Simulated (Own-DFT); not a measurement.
# Computed records: WC (WC crystal, atoms displaced)

All values are calculated (Own-DFT development build). A calculation, not a measurement: plane-wave density functional theory by an unreviewed code, no spin, of a simulated periodic cell, stress positive in tension, run twice, with PBE and with PBEsol, both on files made for PBE, so the change isn't that of files made for PBEsol, forces on such cells moved up to 12 meV/angstrom on a denser k mesh; the far tail of each file's local potential was reset to the Coulomb form; each entry is a single point on an unrelaxed cell, so the pressure reflects the starting lattice, taken from the Materials Project, from which strain is counted, and rises with the displacements; printed positions are rounded, which can move forces by about a meV/angstrom; the program, named Own-DFT, is a retired in-house code; no spin-orbit coupling; stress was not checked against mesh or cutoff.

```json
{"formula": "WC", "kind": "WC crystal, atoms displaced", "structure": {"cell_angstrom": [[5.8332, -5.0517, -2.8394], [0.0, -5.0517, 8.5183], [-5.8332, -5.0517, -2.8394]], "atoms_fractional": [["W", 0.68898, 0.88482, 0.92751], ["C", 0.68454, 0.95423, 0.68848], ["W", 0.38789, 0.73602, 0.88552], ["C", 0.35715, 0.82522, 0.63286], ["W", 0.21139, 0.3859, 0.91716], ["C", 0.19152, 0.472, 0.70908], ["W", 0.05689, 0.62055, 0.81495], ["C", 0.0763, 0.70241, 0.59388], ["W", 0.94159, 0.86676, 0.70007], ["C", 0.92989, 0.96443, 0.43947], ["W", 0.88455, 0.25433, 0.88218], ["C", 0.88568, 0.33068, 0.62502], ["W", 0.75787, 0.49065, 0.7507], ["C", 0.74896, 0.59316, 0.51167], ["W", 0.62795, 0.74691, 0.62283], ["C", 0.62886, 0.83506, 0.38597], ["W", 0.5354, 0.13823, 0.80745], ["C", 0.59006, 0.20215, 0.57492], ["W", 0.4441, 0.38454, 0.6628], ["C", 0.44114, 0.46183, 0.4524], ["W", 0.32232, 0.60977, 0.5869], ["C", 0.32876, 0.70151, 0.329], ["W", 0.19874, 0.86567, 0.43924], ["C", 0.18377, 0.96141, 0.2065], ["W", 0.25238, 0.99186, 0.74592], ["C", 0.27494, 0.07839, 0.48876], ["W", 0.12356, 0.25101, 0.63036], ["C", 0.13557, 0.32519, 0.36148], ["W", 0.00953, 0.48922, 0.49367], ["C", 0.0199, 0.57556, 0.26304], ["W", 0.87424, 0.75479, 0.38663], ["C", 0.88143, 0.8478, 0.12572], ["W", 0.81212, 0.13105, 0.56106], ["C", 0.81188, 0.22127, 0.30036], ["W", 0.69239, 0.36375, 0.42377], ["C", 0.68375, 0.45071, 0.19273], ["W", 0.5606, 0.62828, 0.32951], ["C", 0.56818, 0.70663, 0.07152], ["W", 0.45847, 0.86226, 0.19067], ["C", 0.45357, 0.95201, 0.95486], ["W", 0.5006, 0.00581, 0.49858], ["C", 0.49848, 0.07752, 0.25035], ["W", 0.3739, 0.25942, 0.37791], ["C", 0.3656, 0.32885, 0.11419], ["W", 0.24684, 0.5042, 0.24784], ["C", 0.2426, 0.57259, 0.00992], ["W", 0.12621, 0.75328, 0.08884], ["C", 0.11983, 0.82762, 0.87467], ["W", 0.06774, 0.13323, 0.31635], ["C", 0.07821, 0.1974, 0.04577], ["W", 0.94633, 0.3644, 0.1947], ["C", 0.94464, 0.45563, 0.93149], ["W", 0.81632, 0.63271, 0.07158], ["C", 0.82359, 0.70679, 0.81778], ["W", 0.75851, 0.01054, 0.25916], ["C", 0.73863, 0.08626, 0.00421], ["W", 0.6307, 0.23082, 0.14931], ["C", 0.62265, 0.3348, 0.86761], ["W", 0.49607, 0.49556, 0.00147], ["C", 0.48923, 0.59159, 0.73373], ["W", 0.31064, 0.12466, 0.05048], ["C", 0.29778, 0.21764, 0.79063], ["W", 0.98936, 0.01006, 0.98083], ["C", 0.99485, 0.0735, 0.76798]]}, "settings": {"functional": "PBE, then PBEsol", "potential_files": "PseudoDojo norm-conserving, scalar-relativistic, standard set", "wave_cutoff [hartree]": 50.0, "occupations": "cold (Marzari-Vanderbilt)", "smearing_width [eV]": 0.2, "k_mesh": "4 x 4 x 4 centred on Gamma"}, "results": {"PBE_pressure [GPa]": 16.1, "PBE_stress_xx [GPa]": -14.69, "PBE_stress_yy [GPa]": -13.99, "PBE_stress_zz [GPa]": -19.61, "PBE_stress_yz [GPa]": -3.99, "PBE_stress_xz [GPa]": -0.96, "PBE_stress_xy [GPa]": -1.57, "PBEsol_pressure [GPa]": 8.01, "PBEsol_stress_xx [GPa]": -6.76, "PBEsol_stress_yy [GPa]": -6.08, "PBEsol_stress_zz [GPa]": -11.19, "PBEsol_stress_yz [GPa]": -3.99, "PBEsol_stress_xz [GPa]": -0.97, "PBEsol_stress_xy [GPa]": -1.55, "force_element": ["W", "C", "W", "C", "W", "C", "W", "C", "W", "C", "W", "C", "W", "C", "W", "C", "W", "C", "W", "C", "W", "C", "W", "C", "W", "C", "W", "C", "W", "C", "W", "C", "W", "C", "W", "C", "W", "C", "W", "C", "W", "C", "W", "C", "W", "C", "W", "C", "W", "C", "W", "C", "W", "C", "W", "C", "W", "C", "W", "C", "W", "C", "W", "C"], "PBE_force_x [eV/angstrom]": [-1.759, 0.342, -0.197, 1.853, -7.872, 3.525, -0.691, 2.439, 2.073, 0.633, -0.467, -0.811, -0.666, 1.955, -2.105, 0.689, 2.691, -1.464, -5.244, 4.155, 1.512, -0.803, -1.453, 2.727, -0.746, -3.625, 1.867, -1.661, -2.747, -1.19, 2.317, -0.329, 0.71, -0.125, -3.532, 0.786, 3.845, 1.236, -3.583, -0.172, 0.731, -0.453, 2.112, 0.207, 1.158, 2.102, -7.043, 2.216, 0.965, -2.173, 2.352, -1.462, 0.357, -1.691, 0.34, 1.666, 2.321, -0.243, 1.804, 0.407, -1.332, 0.831, -4.339, 5.052], "PBE_force_y [eV/angstrom]": [-0.702, -0.391, -0.065, -2.01, 2.267, 4.432, -1.57, 3.108, 1.845, -1.428, 2.475, 0.231, -0.198, 0.975, -2.105, 0.163, -2.734, 2.874, -2.901, 2.969, 5.094, 1.002, 1.054, 1.217, -0.756, 1.399, 2.465, -1.962, -2.267, 2.28, 0.062, 1.387, -1.556, -1.499, -4.777, -0.28, 1.231, 0.355, 0.22, 2.304, -0.73, -0.33, 1.606, -2.102, -1.431, -1.339, -5.956, -0.428, 2.425, -1.096, 0.462, -0.659, 1.157, 1.409, 3.042, -0.072, 4.07, -0.548, -2.246, -5.821, -1.593, -2.109, -4.401, 2.486], "PBE_force_z [eV/angstrom]": [-3.188, 1.311, 4.708, -0.806, -4.81, -0.247, -0.605, 2.647, 3.936, -1.627, 0.994, 0.493, 2.788, -2.162, 0.958, 0.184, -5.377, 4.117, -8.42, 2.221, 12.37, 1.699, 1.648, 0.132, 0.974, 1.755, 0.174, 1.479, 2.25, 3.112, -1.088, -1.212, -4.783, -5.774, 3.131, 1.208, -2.41, -1.056, 4.675, 1.975, -3.342, 0.009, -2.526, -0.911, -2.822, 2.026, -3.27, 1.66, -3.988, 2.084, 5.618, -0.45, -1.709, 0.329, -3.104, -0.034, 10.09, -0.311, -1.527, -6.448, -2.453, -3.332, -7.677, 4.719], "PBEsol_force_x [eV/angstrom]": [-1.743, 0.339, -0.195, 1.817, -7.8, 3.498, -0.678, 2.4, 2.031, 0.621, -0.423, -0.803, -0.646, 1.924, -2.062, 0.681, 2.672, -1.449, -5.235, 4.109, 1.523, -0.782, -1.445, 2.69, -0.736, -3.574, 1.842, -1.644, -2.715, -1.178, 2.246, -0.316, 0.715, -0.132, -3.497, 0.767, 3.8, 1.211, -3.544, -0.157, 0.724, -0.439, 2.088, 0.199, 1.145, 2.099, -6.96, 2.195, 0.958, -2.148, 2.288, -1.426, 0.391, -1.655, 0.313, 1.643, 2.284, -0.219, 1.757, 0.396, -1.302, 0.826, -4.29, 4.999], "PBEsol_force_y [eV/angstrom]": [-0.704, -0.379, -0.04, -1.975, 2.25, 4.377, -1.593, 3.052, 1.807, -1.387, 2.454, 0.224, -0.206, 0.956, -2.066, 0.165, -2.684, 2.843, -2.869, 2.929, 5.042, 0.962, 0.994, 1.19, -0.744, 1.383, 2.425, -1.932, -2.245, 2.268, 0.072, 1.385, -1.517, -1.485, -4.702, -0.282, 1.203, 0.356, 0.208, 2.27, -0.724, -0.344, 1.586, -2.078, -1.391, -1.322, -5.852, -0.389, 2.392, -1.074, 0.443, -0.637, 1.146, 1.378, 3.01, -0.082, 3.995, -0.531, -2.195, -5.757, -1.597, -2.089, -4.339, 2.449], "PBEsol_force_z [eV/angstrom]": [-3.167, 1.294, 4.643, -0.796, -4.757, -0.243, -0.606, 2.621, 3.868, -1.603, 0.974, 0.481, 2.749, -2.118, 0.936, 0.171, -5.326, 4.069, -8.313, 2.198, 12.24, 1.665, 1.628, 0.139, 0.982, 1.731, 0.199, 1.47, 2.206, 3.052, -1.054, -1.197, -4.699, -5.713, 3.067, 1.184, -2.358, -1.039, 4.609, 1.947, -3.305, 0.001, -2.504, -0.893, -2.81, 2.004, -3.253, 1.654, -3.91, 2.051, 5.522, -0.44, -1.673, 0.327, -3.03, -0.054, 9.95, -0.291, -1.472, -6.376, -2.403, -3.301, -7.604, 4.673], "rms_change_of_force_components_from_PBE_to_PBEsol [eV/angstrom]": 0.039}}
```
